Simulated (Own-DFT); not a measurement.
# Strain and stress in diamond-structure SiGeSn with randomly placed atoms, 64 atoms (Ge48Si8Sn8)

All numbers below are calculated, not measured. They come from Own-DFT, an in-house plane-wave density functional program, since retired, whose code no person has reviewed. Each row is one single-point run on a periodic cell that was not relaxed, without spin or spin-orbit coupling.

Settings of every run: PBE; PseudoDojo norm-conserving scalar-relativistic files; cutoff 49 hartree; 3 x 3 x 3 k mesh centred on Gamma; Fermi-Dirac smearing of 0.1 eV.

Known limits: forces on such cells moved up to 12 meV/angstrom on a denser k mesh; stress not checked against mesh or cutoff.

Unstrained cell vectors in Å: (11.467, 0.000, 0.000); (0.000, 11.467, 0.000); (0.000, 0.000, 11.467). The unstrained cell has measured lattice constants (interpolated for alloys), not those of this functional. That, the random moves and any unrelaxed bonds set the pressure at no strain. Each run strains this cell uniformly, with the atoms carried along. Every atom was also moved at random, by a Gaussian of width 0.05 Å on each axis. The random placing of the alloy's atoms differs from row to row. Strain is the symmetric tensor, in per cent. Stress is positive in tension, and the pressure is minus a third of its trace.

| run | e_xx (%) | e_yy (%) | e_zz (%) | s_xx (GPa) | s_yy (GPa) | s_zz (GPa) | P (GPa) | E (meV/atom) |
|---|---|---|---|---|---|---|---|---|
| 1 | 3.00 | 3.00 | 0.00 | -0.38 | -0.35 | -1.97 | 0.90 | 0.0 |
| 2 | 2.25 | 2.25 | 0.00 | -1.53 | -1.31 | -2.62 | 1.82 | 3.5 |
| 3 | -1.75 | -1.75 | 0.00 | -8.26 | -8.41 | -7.27 | 7.98 | 62.8 |
| 4 | -1.50 | -1.50 | 0.00 | -7.57 | -7.58 | -6.56 | 7.24 | 35.1 |
| 5 | 0.50 | 0.50 | 0.00 | -4.30 | -4.27 | -4.49 | 4.35 | 25.4 |
| 6 | -3.00 | -3.00 | 0.00 | -11.09 | -10.95 | -9.00 | 10.35 | 92.1 |
| 7 | -2.75 | -2.75 | 0.00 | -10.48 | -10.43 | -8.68 | 9.86 | 85.7 |
| 8 | -0.25 | -0.25 | 0.00 | -5.47 | -5.81 | -5.61 | 5.63 | 50.3 |
| 9 | 2.75 | 2.75 | 0.00 | ? | ? | ? | ? | ? |

E is the free energy for each atom above the lowest run shown.

## Worked fit

The change of volume is close to e_xx + e_yy + e_zz. A straight line through the runs shown gives P = 5.37 - 78 x (fractional change of volume) GPa, with an error of 3 on the slope and a scatter of 0.31 GPa. The strain isn't the same on all axes, but the crystal is cubic, so the slope still estimates the bulk modulus, averaged over pressures from 0.9 to 10.3 GPa.

## Withheld run

Question: what pressure should run 9 give? Its volume changes by 5.58 %.

The line gives 1.0 GPa. The calculation gave 1.17 GPa.
